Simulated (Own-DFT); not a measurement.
Simulation results for Si3N4 (beta silicon nitride, strained, atoms displaced)

All values are calculated (Own-DFT development build). A calculation, not a measurement: plane-wave PBE density functional theory by an unreviewed code, no spin, of a simulated periodic cell, stress positive in tension, free energy of the whole cell less one offset for each atom, forces on such cells moved up to 12 meV/angstrom on a denser k mesh; offsets are fitted by least squares, one for each functional and potential file, so energies compare only between cells with the same atoms and settings and are not formation energies; the far tail of each file's local potential was reset to the Coulomb form; each entry is a single point on an unrelaxed cell, so the pressure reflects the starting lattice, mostly measured values (interpolated for alloys), from which strain is counted, and rises with the displacements; printed positions are rounded, which can move forces by about a meV/angstrom; the program, named Own-DFT, is a retired in-house code; no spin-orbit coupling; before rounding, a Quantum ESPRESSO 7.3.1 run of the same cell and cutoff gave forces within 1 meV/angstrom rms on each cell, which checks the program and not the settings.

Settings shared by all entries: functional PBE; potential files PseudoDojo norm-conserving, scalar-relativistic, standard set; wave cutoff 42 hartree; occupations Fermi-Dirac; smearing width 0.1 eV; k mesh 2 x 2 x 4 centred on Gamma.

(1) Si3N4 (beta silicon nitride, strained, atoms displaced)

```
Si3N4
1.0
     15.4701    -0.2877    -0.2418
     -7.9842    13.0804     0.0356
     -0.0925    -0.0377     5.8146
Si N Si N Si N Si N Si N Si N Si N Si N
6 8 6 8 6 8 6 8 6 8 6 8 6 8 6 8
Direct
  0.08742 0.38952 0.13170
  0.11263 0.20081 0.12534
  0.29452 0.41212 0.13295
  0.41309 0.11647 0.38435
  0.38122 0.29174 0.38317
  0.20157 0.08563 0.37488
  0.16902 0.01333 0.10802
  0.48637 0.15418 0.13399
  0.34431 0.32440 0.11850
  0.33424 0.48598 0.38190
  0.00967 0.34633 0.37738
  0.15013 0.16619 0.37820
  0.17124 0.33874 0.13137
  0.33037 0.16267 0.37282
  0.08779 0.38168 0.63087
  0.11596 0.19913 0.62676
  0.30061 0.41608 0.62508
  0.41262 0.11098 0.86536
  0.37720 0.29336 0.88570
  0.20409 0.08637 0.87565
  0.16576 0.01083 0.63181
  0.48033 0.14951 0.61857
  0.35108 0.33667 0.61349
  0.33504 0.48347 0.87208
  0.01340 0.34728 0.86181
  0.15006 0.16279 0.87769
  0.16831 0.33786 0.63393
  0.33261 0.17239 0.86388
  0.09285 0.88900 0.12653
  0.11551 0.70364 0.11252
  0.29846 0.91255 0.12737
  0.41035 0.61378 0.38673
  0.38704 0.79549 0.38038
  0.20059 0.59260 0.37143
  0.16815 0.51491 0.12717
  0.48379 0.64494 0.12244
  0.35769 0.83305 0.12311
  0.33112 0.97884 0.37643
  0.01461 0.84642 0.37526
  0.15162 0.66225 0.37232
  0.16727 0.83416 0.12349
  0.33362 0.66584 0.37326
  0.08679 0.88386 0.63076
  0.11411 0.69877 0.63824
  0.29910 0.92101 0.62261
  0.40774 0.60859 0.88743
  0.38113 0.78595 0.87636
  0.20504 0.58449 0.85648
  0.16892 0.52066 0.62059
  0.48370 0.64908 0.63218
  0.36064 0.84086 0.62791
  0.33221 0.98628 0.86532
  0.01344 0.84650 0.87394
  0.14851 0.65462 0.88059
  0.16192 0.83150 0.63699
  0.33241 0.66722 0.87628
  0.58903 0.38476 0.11953
  0.61340 0.20058 0.12013
  0.79314 0.40777 0.13142
  0.91139 0.11612 0.38416
  0.88729 0.29777 0.38770
  0.70615 0.09148 0.36934
  0.66661 0.01500 0.12530
  0.98162 0.14838 0.13053
  0.84786 0.32542 0.12854
  0.83990 0.48459 0.37419
  0.51458 0.34923 0.37622
  0.65716 0.16896 0.37339
  0.66545 0.33160 0.13179
  0.84101 0.16916 0.37670
  0.58706 0.38438 0.63318
  0.61103 0.19181 0.62918
  0.79949 0.40826 0.62472
  0.91057 0.11210 0.86733
  0.88897 0.30148 0.88926
  0.70934 0.08880 0.88138
  0.66624 0.01692 0.62684
  0.98124 0.14702 0.61967
  0.84539 0.33136 0.62225
  0.83697 0.48417 0.88088
  0.51755 0.35838 0.86843
  0.64852 0.16869 0.87863
  0.66575 0.32665 0.62703
  0.83340 0.16288 0.89184
  0.58381 0.88400 0.11658
  0.61318 0.70392 0.11059
  0.80208 0.91994 0.12469
  0.91294 0.61567 0.37492
  0.89331 0.80258 0.36631
  0.70144 0.58688 0.36907
  0.65982 0.51257 0.11258
  0.97927 0.64811 0.11991
  0.85047 0.83121 0.13357
  0.83408 0.98749 0.38302
  0.51782 0.84452 0.36368
  0.64824 0.66357 0.37465
  0.66226 0.83648 0.10469
  0.82856 0.66201 0.36683
  0.58537 0.88207 0.63606
  0.61182 0.69879 0.62255
  0.79802 0.91323 0.62270
  0.92035 0.61701 0.88245
  0.88346 0.79863 0.86358
  0.70113 0.59084 0.88350
  0.66903 0.51855 0.61064
  0.97972 0.65474 0.62666
  0.85484 0.83697 0.63289
  0.83467 0.98482 0.88294
  0.51955 0.85273 0.87892
  0.66007 0.67413 0.86584
  0.67090 0.83469 0.62642
  0.83432 0.66332 0.87759
```

It finds free energy of cell above offsets -7.321 eV; pressure 8.95 GPa; stress xx -1.67 GPa; stress yy -15.29 GPa; stress zz -9.88 GPa; stress yz -2.28 GPa; stress xz -5.22 GPa; stress xy -7.69 GPa.

Force:
```
element  x (eV/Å)  y (eV/Å)  z (eV/Å)
     Si     0.759    -3.412     -0.28
     Si    -0.155     0.895    -0.122
     Si     3.428     0.273    -1.055
     Si    -2.209     -0.31    -4.557
     Si     0.951     2.065    -1.562
     Si    -0.806    -0.309     0.177
      N    -0.198     2.356     3.309
      N    -1.744    -1.858    -1.033
      N    -2.819     2.529     3.181
      N     0.206    -1.004    -1.052
      N     4.338      2.61    -0.314
      N     0.968    -1.362    -0.265
      N    -3.708    -3.166    -0.036
      N     1.086    -0.809      0.24
     Si     0.019     0.848    -1.589
     Si    -1.335     1.437     0.272
     Si     0.433    -2.431    -0.493
     Si    -1.539     4.647       2.2
     Si      2.26     4.187    -3.602
     Si    -0.656     1.508    -1.162
      N    -0.106     2.553    -1.799
      N     2.341      0.26     3.149
      N    -1.007     0.181     1.983
      N    -0.242    -1.778     1.918
      N     1.455     1.133     2.325
      N     -0.53    -0.311     0.349
      N     0.467    -2.104    -0.302
      N     2.904    -4.938     0.048
     Si    -1.571    -4.675    -0.584
     Si     0.072    -1.488     2.069
     Si     1.884    -1.899    -1.717
     Si     0.275     2.423    -1.863
     Si     0.223     1.439    -0.218
     Si     3.466     -2.11    -0.379
      N    -0.196      2.13    -1.175
      N    -1.187    -0.275     1.969
      N    -2.928     1.529    -0.129
      N     0.207     3.431    -1.531
      N     3.713      2.24    -0.867
      N    -4.496     2.673     0.485
      N     0.199    -0.216     0.015
      N     0.192    -0.718     0.314
     Si    -0.366    -2.938      0.51
     Si    -0.664     0.427    -2.141
     Si      0.88     -6.28     0.363
     Si      0.25      3.66    -2.006
     Si    -0.389     7.928    -0.435
     Si    -0.922     0.574     4.921
      N    -0.231    -3.591    -2.537
      N    -0.961    -0.357     1.304
      N    -1.735     0.135    -0.015
      N     0.204    -1.121     3.122
      N     1.103     1.044     0.572
      N     -2.07     1.596    -0.398
      N     2.259     0.115    -0.448
      N     2.791    -5.584    -0.018
     Si     -0.68    -1.856     1.412
     Si     0.865     0.929     1.716
     Si     2.062     0.993    -1.369
     Si    -0.296     0.614    -3.241
     Si    -2.827    -1.039      -0.8
     Si     0.827    -1.018     1.356
      N    -0.305     1.002     0.086
      N     0.982      0.38    -0.509
      N    -1.852     2.034     0.861
      N     0.138    -1.297      0.66
      N    -0.104    -0.552     -0.88
      N    -1.389    -0.737     0.274
      N    -1.045    -0.054    -0.256
      N    -2.438    -0.833     0.575
     Si     1.951     0.379    -2.008
     Si     0.022      3.15    -2.201
     Si    -2.512     1.299     0.617
     Si    -0.339     2.309     1.464
     Si    -1.596    -2.373    -2.201
     Si    -3.295    -1.153    -0.546
      N    -0.237     0.259    -0.361
      N     2.696     1.338     3.062
      N      2.56    -0.802     1.408
      N     0.584    -1.434    -0.401
      N    -1.631    -2.043     1.017
      N     2.535     -2.73     0.636
      N    -1.326     0.703      0.04
      N     1.921      2.92    -0.859
     Si     3.008     0.505     3.369
     Si     1.943     0.948     1.531
     Si    -0.603    -4.141     1.566
     Si     -2.86     0.331    -0.739
     Si    -3.424    -3.721     2.291
     Si    -1.032      0.23    -0.267
      N     0.102     1.696     1.603
      N     5.057     2.627     4.832
      N    -2.181      2.64    -2.707
      N     0.279    -1.249     -0.86
      N    -0.867    -0.016      2.16
      N    -0.913     0.236    -1.106
      N     2.387    -0.297     0.792
      N     2.635     2.551     0.058
     Si     2.383      0.37    -2.602
     Si     1.533     1.626    -1.118
     Si     1.113    -1.169     0.829
     Si    -6.461    -1.694    -4.351
     Si     1.619    -2.938      4.11
     Si     2.453    -0.478    -2.999
      N    -0.631    -1.418     2.763
      N     3.609     0.554     0.536
      N    -1.807     2.037     -4.24
      N     0.482    -0.325    -2.331
      N    -3.564    -2.426    -2.935
      N    -1.497     -0.61     1.508
      N    -2.393    -1.219    -0.314
      N    -0.203      1.18    -0.042
```

(2) Si3N4 (beta silicon nitride, strained, atoms displaced)

```
Si3N4
1.0
     15.0346    -0.2995     0.1046
     -7.7767    13.2195    -0.2594
      0.0400    -0.0915     5.8961
Si N Si N Si N Si N Si N Si N Si N Si N
6 8 6 8 6 8 6 8 6 8 6 8 6 8 6 8
Direct
  0.09530 0.38504 0.11489
  0.11612 0.20458 0.13024
  0.29369 0.40694 0.12706
  0.41712 0.11403 0.36556
  0.39036 0.30074 0.37876
  0.19503 0.08682 0.38711
  0.16695 0.01343 0.13094
  0.48857 0.15673 0.12350
  0.34837 0.33276 0.13241
  0.34323 0.48599 0.36554
  0.01631 0.34837 0.38379
  0.14933 0.16380 0.37307
  0.15761 0.33315 0.14466
  0.33673 0.16502 0.37823
  0.09126 0.38821 0.63031
  0.11626 0.19812 0.61711
  0.29991 0.41459 0.62870
  0.40732 0.11388 0.86176
  0.38906 0.29648 0.87256
  0.20188 0.08547 0.87194
  0.16421 0.01548 0.62642
  0.49012 0.15541 0.63431
  0.34267 0.32605 0.62493
  0.33451 0.48095 0.87953
  0.02337 0.35177 0.87360
  0.14899 0.16692 0.87285
  0.16286 0.33284 0.62507
  0.33239 0.16748 0.87217
  0.08464 0.88818 0.12029
  0.12271 0.70244 0.13102
  0.30301 0.91356 0.11344
  0.41559 0.60663 0.37090
  0.38793 0.79971 0.37417
  0.19652 0.58618 0.36819
  0.16590 0.51555 0.13422
  0.48534 0.65048 0.13123
  0.34581 0.83485 0.12045
  0.32599 0.98483 0.37665
  0.01221 0.84898 0.38143
  0.14811 0.66278 0.38492
  0.15572 0.82704 0.12080
  0.33878 0.67406 0.37907
  0.07714 0.88195 0.63349
  0.11734 0.69914 0.62027
  0.29642 0.91306 0.61993
  0.41673 0.61996 0.86744
  0.38112 0.79629 0.88445
  0.21046 0.59188 0.87597
  0.16437 0.51553 0.61635
  0.48380 0.64813 0.62296
  0.34747 0.82604 0.62118
  0.32798 0.98021 0.89040
  0.01131 0.84418 0.87654
  0.15231 0.66725 0.86699
  0.17185 0.83457 0.63021
  0.33329 0.66440 0.88007
  0.58030 0.38066 0.13764
  0.61157 0.20161 0.12195
  0.79243 0.41022 0.14427
  0.91909 0.12047 0.38699
  0.88259 0.29304 0.36465
  0.70170 0.08297 0.36328
  0.66805 0.01242 0.11863
  0.97808 0.15062 0.13067
  0.84853 0.33666 0.13527
  0.82062 0.47575 0.37470
  0.51973 0.34854 0.38367
  0.64439 0.16318 0.37776
  0.66551 0.33658 0.12496
  0.83166 0.16283 0.35701
  0.58502 0.38178 0.62364
  0.61565 0.19460 0.63845
  0.79960 0.41252 0.62059
  0.91462 0.11538 0.88890
  0.87510 0.28670 0.86534
  0.69798 0.08214 0.87817
  0.66061 0.00384 0.62723
  0.98851 0.15307 0.62889
  0.85018 0.33547 0.62383
  0.83410 0.48501 0.87986
  0.50752 0.35482 0.86344
  0.65399 0.16726 0.87581
  0.66818 0.33332 0.61810
  0.82960 0.16493 0.87845
  0.59391 0.88838 0.11812
  0.61949 0.70097 0.12751
  0.80446 0.91835 0.10766
  0.92079 0.62349 0.37590
  0.87722 0.78987 0.35870
  0.70315 0.58479 0.38262
  0.66930 0.52081 0.13907
  0.98536 0.65697 0.11032
  0.84956 0.83455 0.12181
  0.83435 0.98562 0.38074
  0.51312 0.84657 0.37702
  0.65080 0.66558 0.36006
  0.66915 0.83312 0.11715
  0.84057 0.67385 0.37056
  0.58325 0.88567 0.63141
  0.61639 0.70370 0.62280
  0.79534 0.91317 0.61752
  0.92077 0.61638 0.88317
  0.88336 0.79797 0.85309
  0.70241 0.58502 0.86328
  0.67095 0.52039 0.60649
  0.98418 0.64974 0.62814
  0.85004 0.83375 0.61908
  0.83857 0.98369 0.86692
  0.51866 0.85165 0.86051
  0.65269 0.66141 0.87588
  0.66483 0.83661 0.61764
  0.84116 0.67738 0.87068
```

The calculation gives: free energy of cell above offsets -3.072 eV; pressure 10.27 GPa; stress xx -12.91 GPa; stress yy -13.31 GPa; stress zz -4.57 GPa; stress yz -3.99 GPa; stress xz 1.66 GPa; stress xy -6.64 GPa.

Force:
```
element  x (eV/Å)  y (eV/Å)  z (eV/Å)
     Si    -8.409     1.991     1.726
     Si    -0.681    -0.542    -1.037
     Si     0.429      1.17    -0.661
     Si    -2.026     0.789     1.857
     Si    -2.403    -2.839    -0.107
     Si     4.563    -0.933    -1.696
      N    -0.929     2.774    -1.103
      N    -3.697    -2.351    -1.449
      N     1.058    -0.587    -0.536
      N    -0.699    -5.024     1.896
      N    -0.034     0.039    -1.838
      N     -1.33     0.579     -1.35
      N     8.764    -3.127     0.082
      N    -1.167     0.871    -0.103
     Si    -1.239    -1.488    -1.671
     Si     -0.51     3.485     2.576
     Si    -0.397    -1.734    -1.225
     Si      0.84      0.05     2.024
     Si    -8.828    -2.508      0.15
     Si    -1.365     0.279     2.132
      N    -0.751    -0.631     0.021
      N    -2.628    -2.114    -0.983
      N     0.212     1.108     0.277
      N     0.052     1.412     0.538
      N    -3.132    -1.621     0.526
      N     0.599    -0.805     0.748
      N     3.345    -0.531    -0.185
      N     0.956     -0.52     0.144
     Si     1.105    -3.537     1.959
     Si    -2.555     1.106    -1.332
     Si    -5.069    -1.641     3.856
     Si    -2.873     6.038     -0.02
     Si     -1.56    -1.408    -0.372
     Si     3.742     1.069     2.858
      N     0.118     0.279    -3.418
      N     0.628     0.202    -2.194
      N     2.255    -0.986      1.63
      N      2.15    -0.166    -0.512
      N     0.285     0.766    -1.446
      N    -0.113    -0.214     -3.49
      N     3.026     2.129     0.275
      N    -0.237     -4.27    -0.522
     Si     3.656    -0.318    -1.796
     Si    -1.728     3.129     2.875
     Si     2.215     -0.41     0.422
     Si     0.037    -1.609      2.67
     Si     1.464     -0.35    -3.138
     Si    -4.516    -3.782    -0.652
      N     0.434     2.103      1.08
      N     0.506    -0.149     0.025
      N    -1.995     2.652     1.701
      N     0.868     3.568    -4.276
      N     0.854     1.883      0.07
      N     1.457    -1.239     1.588
      N    -4.129    -2.337    -0.332
      N     2.995     3.241      0.15
     Si     2.702      3.02    -3.125
     Si     3.744     2.823     1.325
     Si     2.059     0.543    -5.269
     Si    -2.547    -1.724    -0.421
     Si     0.238     1.643     1.142
     Si     -1.29     0.392     2.776
      N    -0.673     2.029    -0.392
      N     3.438      0.97      1.02
      N      0.94     -1.36    -1.822
      N     1.512     5.935     3.203
      N    -2.185    -0.551    -0.951
      N     1.789    -1.774    -1.308
      N    -2.238    -3.356    -0.693
      N     0.394     0.546     1.155
     Si     3.543     1.382     1.505
     Si     -0.02     4.107    -2.121
     Si    -0.406     0.658     1.851
     Si    -1.544      0.25    -3.149
     Si     0.523     5.692     1.083
     Si     0.253    -0.068    -1.631
      N     0.172     8.599    -0.903
      N    -1.525    -1.058     1.457
      N     1.183    -1.447    -0.051
      N     0.356    -0.393     0.339
      N     8.167     3.786     1.539
      N     0.467    -1.368     1.453
      N    -1.476    -1.917     1.026
      N     1.887    -2.681    -0.386
     Si    -0.662    -5.179     0.858
     Si    -0.967     1.292    -1.826
     Si    -0.103    -2.144      3.17
     Si    -1.963    -1.817    -1.239
     Si    -0.684     5.292     0.643
     Si     0.295     4.455    -3.006
      N    -0.753    -3.564    -4.128
      N     3.375     0.104      6.05
      N    -0.044     0.776    -1.322
      N     0.558     1.079     -1.53
      N     2.932     2.686    -2.013
      N     0.871    -0.642     3.636
      N    -0.151     0.374    -0.218
      N     0.027     -6.25     0.493
     Si     1.763    -4.821    -4.242
     Si     1.567     0.798     0.106
     Si     1.509    -0.829    -0.671
     Si    -5.128    -1.177    -3.604
     Si    -1.749     0.598     2.438
     Si     2.347     1.504     2.541
      N    -0.738    -4.276      4.25
      N     1.374     0.121    -0.697
      N    -1.791     1.026    -1.256
      N     0.038     1.595     0.165
      N     -2.98    -1.576      5.41
      N    -2.471     1.091    -1.429
      N     0.115    -2.232     0.355
      N      0.34    -5.904         0
```
